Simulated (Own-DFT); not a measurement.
# One host, several defects: C40 NbSi2

The numbers are computed, not measured, by runs of the plane-wave DFT program Own-DFT (in-house, retired, unreviewed) at fixed positions, with no spin and no spin-orbit coupling.

Method: PBEsol; PseudoDojo norm-conserving scalar-relativistic files, made for PBE; cutoff 42 hartree; 4 x 4 x 5 k mesh centred on Gamma; cold (Marzari-Vanderbilt) smearing of 0.2 eV.

Limits: forces on such cells failed a check on a denser k mesh; stress not checked against mesh or cutoff.

All runs share one cell, with vectors in Å (0.000, 8.324, 0.000); (-9.613, 0.000, 0.000); (0.000, 0.000, 6.586) and a volume of 527.0 Å³. u is the rms random offset of the atoms per axis. The defect's site can differ from row to row.

```
cell,formula,u (Å),P (GPa)
no defect,Nb12Si24,0.0215,-2.15
no defect,Nb12Si24,0.0481,-0.95
no defect,Nb12Si24,0.0502,-1.06
two Si on a Nb site each,Nb10Si26,0.0286,-1.67
two Si on a Nb site each,Nb10Si26,0.0310,-1.47
two Si on a Nb site each,Nb10Si26,0.0529,-0.77
one Si vacancy,Nb12Si23,0.0281,-2.48
one Si vacancy,Nb12Si23,0.0296,?
one Si vacancy,Nb12Si23,0.0475,-1.86
one Si vacancy,Nb12Si23,0.0517,-1.71
two Nb on a Si site each,Nb14Si22,0.0306,3.69
two Nb on a Si site each,Nb14Si22,0.0491,4.21
two Nb on a Si site each,Nb14Si22,0.0540,4.32
```

## Worked fit

P = P0 + c u² + a shift for each defect gives P0 = -2.16 GPa, c = 442 ± 43 GPa/Å² and a scatter of 0.13 GPa. The shifts, and each times the cell's volume:

- two Nb on a Si site each: 5.31 ± 0.11 GPa, 17.5 eV (8.7 eV for each of its 2 sites)
- two Si on a Nb site each: 0.18 ± 0.11 GPa, 0.6 eV (0.3 eV for each of its 2 sites) (not resolved)
- one Si vacancy: -0.69 ± 0.11 GPa, -2.3 eV

A positive shift means that the defect pushes the cell outwards. Shift times volume (160.2 GPa Å³ is 1 eV) depends little on the cell's size, so, taken for each site, it can be compared between cells at like pressure. The atoms around the defects weren't relaxed, which would change these numbers.

## Withheld run

Asked: what pressure belongs in the blank (one Si vacancy, u = 0.0296 Å)?

The fit gives -2.47 ± 0.15 GPa. Computed: -2.62 GPa.
